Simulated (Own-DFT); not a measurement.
Si$_{2}$SnGe$_{5}$ (diamond-structure random alloy, strained, atoms displaced) (calculated)

Computed with Own-DFT development build. A calculation, not a measurement: plane-wave density functional theory by an unreviewed code, no spin, of a simulated periodic cell, stress positive in tension, run twice, with PBE and with PBEsol, both on files made for PBE, so the change isn't that of files made for PBEsol, forces on such cells moved up to 12 meV/angstrom on a denser k mesh; the far tail of each file's local potential was reset to the Coulomb form; each entry is a single point on an unrelaxed cell, so the pressure reflects the starting lattice, mostly measured values (interpolated for alloys), from which strain is counted, and rises with the displacements; printed positions are rounded, which can move forces by about a meV/angstrom; the program, named Own-DFT, is a retired in-house code; no spin-orbit coupling; stress was not checked against mesh or cutoff.

```yaml
- formula: Si2SnGe5
  kind: "diamond-structure random alloy, strained, atoms displaced"
  structure:
    cell_angstrom: [[11.724, 0.0, 0.0], [0.0, 11.724, 0.0], [0.0, 0.0, 11.4103]]
    atoms_fractional:
      - [Ge, 0.99998, 0.00015, 0.00353]
      - [Si, 0.9962, 0.25716, 0.24829]
      - [Ge, 0.25206, 0.00114, 0.25046]
      - [Ge, 0.25106, 0.25082, 0.99841]
      - [Si, 0.13114, 0.12175, 0.12178]
      - [Si, 0.1213, 0.37552, 0.37577]
      - [Ge, 0.37039, 0.12274, 0.38057]
      - [Ge, 0.37921, 0.37027, 0.12283]
      - [Sn, 0.9984, 0.99626, 0.50285]
      - [Ge, 0.00293, 0.24641, 0.74816]
      - [Sn, 0.25272, 0.99942, 0.74168]
      - [Ge, 0.24986, 0.25739, 0.48865]
      - [Ge, 0.12519, 0.12603, 0.62615]
      - [Sn, 0.12832, 0.37911, 0.87386]
      - [Ge, 0.38109, 0.11997, 0.87712]
      - [Si, 0.37533, 0.36944, 0.62891]
      - [Ge, 0.00799, 0.51185, 0.00037]
      - [Si, 0.99958, 0.75094, 0.25024]
      - [Ge, 0.24938, 0.49446, 0.24837]
      - [Si, 0.24894, 0.75669, 0.00163]
      - [Ge, 0.1283, 0.62537, 0.11494]
      - [Si, 0.12569, 0.87463, 0.37595]
      - [Ge, 0.37852, 0.62835, 0.36995]
      - [Ge, 0.37834, 0.86953, 0.12391]
      - [Ge, 0.99713, 0.49968, 0.50294]
      - [Ge, 0.99731, 0.74168, 0.75072]
      - [Ge, 0.2527, 0.50063, 0.74676]
      - [Si, 0.25535, 0.75058, 0.49777]
      - [Si, 0.12849, 0.61987, 0.6199]
      - [Ge, 0.12692, 0.87718, 0.87272]
      - [Ge, 0.38213, 0.62056, 0.88158]
      - [Si, 0.37567, 0.87027, 0.62735]
      - [Sn, 0.5046, 0.99886, 0.99173]
      - [Ge, 0.50351, 0.24191, 0.24601]
      - [Ge, 0.74747, 0.00272, 0.24224]
      - [Ge, 0.75651, 0.25001, 0.9949]
      - [Si, 0.62659, 0.12915, 0.11577]
      - [Ge, 0.63222, 0.37577, 0.37477]
      - [Si, 0.86798, 0.12735, 0.37901]
      - [Ge, 0.87101, 0.37982, 0.13086]
      - [Si, 0.49944, 0.00138, 0.50031]
      - [Si, 0.49529, 0.24763, 0.75165]
      - [Sn, 0.7426, 0.99706, 0.75264]
      - [Ge, 0.74889, 0.25779, 0.50035]
      - [Sn, 0.61923, 0.12291, 0.61817]
      - [Ge, 0.63081, 0.37462, 0.87799]
      - [Ge, 0.8776, 0.12483, 0.87644]
      - [Ge, 0.877, 0.36999, 0.62867]
      - [Ge, 0.50151, 0.4955, 0.0047]
      - [Ge, 0.50104, 0.74881, 0.24658]
      - [Si, 0.74649, 0.50449, 0.25027]
      - [Ge, 0.74553, 0.74922, 0.99901]
      - [Ge, 0.61994, 0.63363, 0.12351]
      - [Sn, 0.61899, 0.87602, 0.38323]
      - [Ge, 0.87219, 0.62338, 0.37133]
      - [Ge, 0.87244, 0.87895, 0.13009]
      - [Sn, 0.49614, 0.50664, 0.50417]
      - [Ge, 0.49669, 0.74288, 0.75723]
      - [Ge, 0.74991, 0.49719, 0.75205]
      - [Ge, 0.74822, 0.75003, 0.49795]
      - [Ge, 0.62211, 0.62651, 0.63067]
      - [Ge, 0.63069, 0.88252, 0.87124]
      - [Ge, 0.87575, 0.62181, 0.87475]
      - [Si, 0.87524, 0.86969, 0.62867]
  settings:
    functional: "PBE, then PBEsol"
    potential_files: "PseudoDojo norm-conserving, scalar-relativistic, standard set"
    "wave_cutoff [hartree]": 49.0
    occupations: Fermi-Dirac
    "smearing_width [eV]": 0.1
    k_mesh: "3 x 3 x 3 centred on Gamma"
  results:
    "PBE_pressure [GPa]": 0.67
    "PBE_stress_xx [GPa]": -0.12
    "PBE_stress_yy [GPa]": -0.13
    "PBE_stress_zz [GPa]": -1.76
    "PBE_stress_yz [GPa]": 0.31
    "PBE_stress_xz [GPa]": -0.04
    "PBE_stress_xy [GPa]": 0.34
    "PBEsol_pressure [GPa]": -1.7
    "PBEsol_stress_xx [GPa]": 2.25
    "PBEsol_stress_yy [GPa]": 2.24
    "PBEsol_stress_zz [GPa]": 0.61
    "PBEsol_stress_yz [GPa]": 0.29
    "PBEsol_stress_xz [GPa]": -0.04
    "PBEsol_stress_xy [GPa]": 0.32
    force_element: [Ge, Si, Ge, Ge, Si, Si, Ge, Ge, Sn, Ge, Sn, Ge, Ge, Sn, Ge, Si, Ge, Si, Ge, Si, Ge, Si, Ge, Ge, Ge, Ge, Ge, Si, Si, Ge, Ge, Si, Sn, Ge, Ge, Ge, Si, Ge, Si, Ge, Si, Si, Sn, Ge, Sn, Ge, Ge, Ge, Ge, Ge, Si, Ge, Ge, Sn, Ge, Ge, Sn, Ge, Ge, Ge, Ge, Ge, Ge, Si]
    "PBE_force_x [eV/angstrom]": [0.387, 0.458, -0.439, 0.768, -0.667, -0.432, 0.738, -0.315, -0.416, -0.598, 0.315, -0.198, 0.081, -0.597, -1.23, -0.521, -1.831, 0.44, -0.094, 0.314, 0.487, 0.765, -1.517, -0.88, 0.426, 0.65, 1.014, -0.564, 0.146, -0.903, -1.279, 1.098, 0.071, 0.202, -0.008, -0.284, 0.854, -0.506, 0.066, 0.435, -2.864, -0.206, 3.262, 0.954, -0.478, -0.855, 0.662, -0.112, 0.457, -0.748, -0.115, 0.668, 0.626, 0.426, 0.258, 0.456, 0.16, 0.467, 0.122, 1.205, 1.3, -1.419, -0.382, -0.283]
    "PBE_force_y [eV/angstrom]": [0.03, -1.041, -0.531, -1.315, 0.745, 0.176, -0.121, -0.139, 0.214, -0.313, 0.102, -0.066, 1.578, -0.214, 2.318, -0.287, -0.82, 0.027, 0.284, -0.546, 1.158, -1.087, 0.465, 0.088, -0.1, 0.461, 0.738, 0.09, 0.706, -1.027, 0.273, -0.896, -0.259, 0.268, 1.185, 0.131, 0.28, 0.152, 0.713, 0.406, -0.606, 0.863, 0.629, -0.318, 1.917, -0.357, 0.194, 0.378, 0.128, -0.084, -0.005, 0.482, -1.273, 0.334, 0.225, -0.821, -1.45, 1.161, 0.193, -0.867, 0.694, -4.126, 0.092, -1.21]
    "PBE_force_z [eV/angstrom]": [0.012, 0.541, -0.121, 0.753, 0.499, -0.656, -0.478, 0.529, -0.431, -0.01, 0.649, 1.28, -1.014, -0.02, -0.998, 0.238, 0.303, 0.017, 0.086, -0.449, 1.509, -0.785, -0.562, 0.321, -0.276, -0.583, -0.971, 0.047, 0.05, 0.797, 0.191, -1.383, 1.913, 0.394, 0.471, 0.828, 0.756, -0.868, -1.207, -0.427, 0.256, 0.499, -1.158, -0.586, -0.058, -0.462, 0.136, -0.046, -0.115, -0.004, -0.263, -0.191, 0.118, -1.401, -0.085, -0.313, -0.138, -0.369, -0.241, 1.474, 0.541, 1.129, 0.297, 0.037]
    "PBEsol_force_x [eV/angstrom]": [0.342, 0.411, -0.369, 0.778, -0.622, -0.389, 0.677, -0.303, -0.37, -0.581, 0.256, -0.175, 0.068, -0.569, -1.211, -0.552, -1.762, 0.393, -0.056, 0.306, 0.451, 0.755, -1.426, -0.814, 0.359, 0.619, 0.976, -0.519, 0.109, -0.901, -1.197, 1.089, 0.035, 0.16, 0.005, -0.256, 0.84, -0.503, 0.033, 0.42, -2.78, -0.168, 3.126, 0.896, -0.386, -0.791, 0.637, -0.113, 0.434, -0.728, -0.111, 0.633, 0.575, 0.459, 0.243, 0.407, 0.192, 0.484, 0.118, 1.134, 1.248, -1.385, -0.353, -0.277]
    "PBEsol_force_y [eV/angstrom]": [0.006, -0.993, -0.507, -1.244, 0.702, 0.202, -0.09, -0.131, 0.251, -0.304, 0.145, -0.128, 1.52, -0.203, 2.215, -0.244, -0.78, -0.001, 0.301, -0.532, 1.054, -0.999, 0.428, 0.105, -0.106, 0.441, 0.702, 0.055, 0.654, -0.966, 0.244, -0.874, -0.285, 0.296, 1.089, 0.156, 0.274, 0.114, 0.676, 0.386, -0.563, 0.801, 0.636, -0.28, 1.872, -0.321, 0.195, 0.366, 0.131, -0.088, -0.008, 0.474, -1.198, 0.264, 0.219, -0.757, -1.362, 1.086, 0.185, -0.86, 0.672, -3.995, 0.09, -1.19]
    "PBEsol_force_z [eV/angstrom]": [-0.022, 0.49, -0.11, 0.706, 0.462, -0.607, -0.494, 0.504, -0.379, -0.019, 0.677, 1.242, -0.971, -0.02, -0.947, 0.201, 0.286, -0.014, 0.051, -0.439, 1.447, -0.767, -0.568, 0.343, -0.263, -0.513, -0.887, 0.014, 0.085, 0.752, 0.156, -1.293, 1.808, 0.4, 0.448, 0.766, 0.743, -0.801, -1.153, -0.461, 0.224, 0.529, -1.088, -0.547, -0.037, -0.423, 0.14, -0.049, -0.118, -0.012, -0.254, -0.185, 0.097, -1.408, -0.026, -0.326, -0.166, -0.338, -0.222, 1.404, 0.522, 1.108, 0.283, 0.039]
    "rms_change_of_force_components_from_PBE_to_PBEsol [eV/angstrom]": 0.044
```
